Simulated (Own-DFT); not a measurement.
# Response to strain: 4H SiC, 72 atoms (C36Si36)

Calculated results; nothing here was measured. The program, named Own-DFT, is a retired in-house plane-wave density functional code that no person has reviewed. Each row is one single-point run on a periodic cell that was not relaxed, without spin or spin-orbit coupling.

Settings of every run: PBE; PseudoDojo norm-conserving scalar-relativistic files; cutoff 42 hartree; 4 x 4 x 3 k mesh centred on Gamma; Fermi-Dirac smearing of 0.1 eV.

Known limits: forces on such cells passed a denser k mesh, each cell not checked; stress not checked against mesh or cutoff.

Unstrained cell vectors in Å: (9.248, 0.000, 0.000); (-4.624, 8.009, 0.000); (0.000, 0.000, 10.068). The unstrained cell has measured lattice constants (interpolated for alloys), not those of this functional. That, the random moves and any unrelaxed bonds set the pressure at no strain. Each run strains this cell uniformly, with the atoms carried along. Every atom was also moved at random, by a Gaussian of width 0.05 Å on each axis. Strain is the symmetric tensor, in per cent. Stress is positive in tension, and the pressure is minus a third of its trace.

| run | e_xx (%) | e_yy (%) | e_zz (%) | e_yz (%) | e_xz (%) | e_xy (%) | s_xx (GPa) | s_yy (GPa) | s_zz (GPa) | s_yz (GPa) | s_xz (GPa) | s_xy (GPa) | P (GPa) | E (meV/atom) |
|---|---|---|---|---|---|---|---|---|---|---|---|---|---|---|
| 1 | 0.65 | 0.05 | -1.60 | 1.31 | -0.71 | -1.37 | -1.50 | -4.76 | -17.10 | 4.94 | -2.92 | -7.12 | 7.79 | 14.7 |
| 2 | 0.28 | 1.14 | -0.88 | -1.42 | -0.86 | -1.20 | -3.55 | 0.61 | -9.67 | -4.73 | -2.75 | -6.21 | 4.20 | 13.2 |
| 3 | 1.66 | 0.82 | 0.68 | 0.18 | -1.13 | 0.30 | 5.52 | 0.02 | -1.29 | 1.51 | -2.71 | 1.25 | -1.42 | 2.5 |
| 4 | 1.11 | -1.13 | -1.17 | -0.54 | 1.46 | 1.11 | -1.15 | -12.67 | -12.36 | -3.70 | 5.14 | 6.21 | 8.73 | 43.7 |
| 5 | -1.43 | -1.97 | -0.02 | -0.88 | -0.30 | -0.91 | -13.81 | -17.95 | -11.16 | -2.56 | -1.40 | -5.54 | 14.31 | 46.7 |
| 6 | 0.39 | 1.89 | -1.04 | -1.92 | -1.07 | 1.45 | -2.12 | 4.89 | -11.96 | -6.86 | -4.34 | 5.87 | 3.06 | 20.1 |
| 7 | 1.22 | -0.40 | 0.29 | 1.52 | 1.02 | -0.15 | 0.65 | -5.93 | -2.66 | 5.24 | 2.81 | -1.36 | 2.65 | 0.0 |
| 8 | -1.24 | -0.12 | -0.38 | -0.55 | -0.50 | 0.97 | -11.57 | -7.24 | -10.44 | -2.36 | -0.21 | 5.45 | 9.75 | 19.4 |
| 9 | 0.67 | -1.25 | -0.67 | 0.21 | -0.25 | 1.00 | -2.36 | -12.57 | -10.07 | -0.32 | -1.77 | 2.80 | 8.33 | 21.6 |
| 10 | 1.81 | 1.16 | -0.27 | 0.45 | -0.84 | -1.47 | 6.01 | 1.89 | -7.51 | 1.56 | -2.82 | -6.69 | -0.13 | 13.7 |
| 11 | 0.46 | -1.41 | 1.11 | 1.97 | 0.56 | -0.38 | -2.13 | -12.95 | -1.29 | 7.19 | 1.87 | -2.93 | 5.46 | 25.8 |
| 12 | 0.75 | -0.08 | 0.95 | 1.61 | -1.85 | -1.85 | -2.12 | -5.04 | 0.43 | 4.66 | -7.16 | -8.76 | 2.24 | 18.5 |
| 13 | 0.62 | -1.70 | -1.93 | -1.59 | 1.38 | 0.28 | -6.54 | -13.45 | -18.08 | -5.32 | 5.36 | 1.67 | 12.69 | 34.3 |
| 14 | -1.65 | 1.61 | -0.02 | 0.32 | -1.68 | -1.49 | -12.72 | 1.26 | -7.37 | 0.71 | -5.53 | -7.87 | 6.28 | 42.4 |
| 15 | 0.07 | 0.55 | -0.76 | -0.52 | -0.28 | -0.37 | -4.79 | -2.93 | -8.75 | -1.89 | -1.24 | -2.30 | 5.49 | 7.2 |
| 16 | 1.64 | 1.57 | -0.37 | 1.17 | -1.01 | 1.81 | 4.34 | 4.33 | -7.76 | 3.59 | -3.10 | 6.75 | -0.31 | 25.4 |
| 17 | -1.68 | -0.74 | 0.54 | -0.43 | 0.14 | 1.26 | ? | ? | ? | ? | ? | ? | ? | ? |

E is the free energy for each atom above the lowest run shown.

## Worked fit

Each stress component was fitted by least squares to a constant and the strains of the runs shown, as fractions, with shears doubled. Shear strains stay in the fit of a normal stress only where such slopes are resolved. The slopes, in GPa:

```
stress,at no strain,per e_xx,per e_yy,per e_zz,scatter
s_xx,-5.0,524 ± 23,88 ± 20,83 ± 29,0.96
s_yy,-5.8,89 ± 17,543 ± 14,9 ± 21,0.70
s_zz,-6.8,95 ± 33,53 ± 28,581 ± 40,1.34
```

Each shear stress against twice its own strain: yz 165 ± 12, xz 180 ± 18, xy 223 ± 12 GPa. These are stiffnesses along x, y and z of the frame in which the cell vectors are given, which need not be the crystal's axes. The atoms are held to the strained lattice; where symmetry lets them move under strain, relaxing them would lower some slopes. The table should be nearly symmetric about its diagonal, and what it lacks of that shows the noise. A ninth of its sum, 229 ± 5 GPa, estimates the bulk modulus near the mean pressure of these runs, 5.6 GPa, so it lies above the value at zero pressure.

## Withheld run

Question: what normal stresses and pressure should run 17 give?

The fit gives s_xx = -14.1, s_yy = -11.3, s_zz = -5.7 and P = 10.3 GPa. The calculation gave -13.76, -12.18, -2.75 and P = 9.56 GPa.
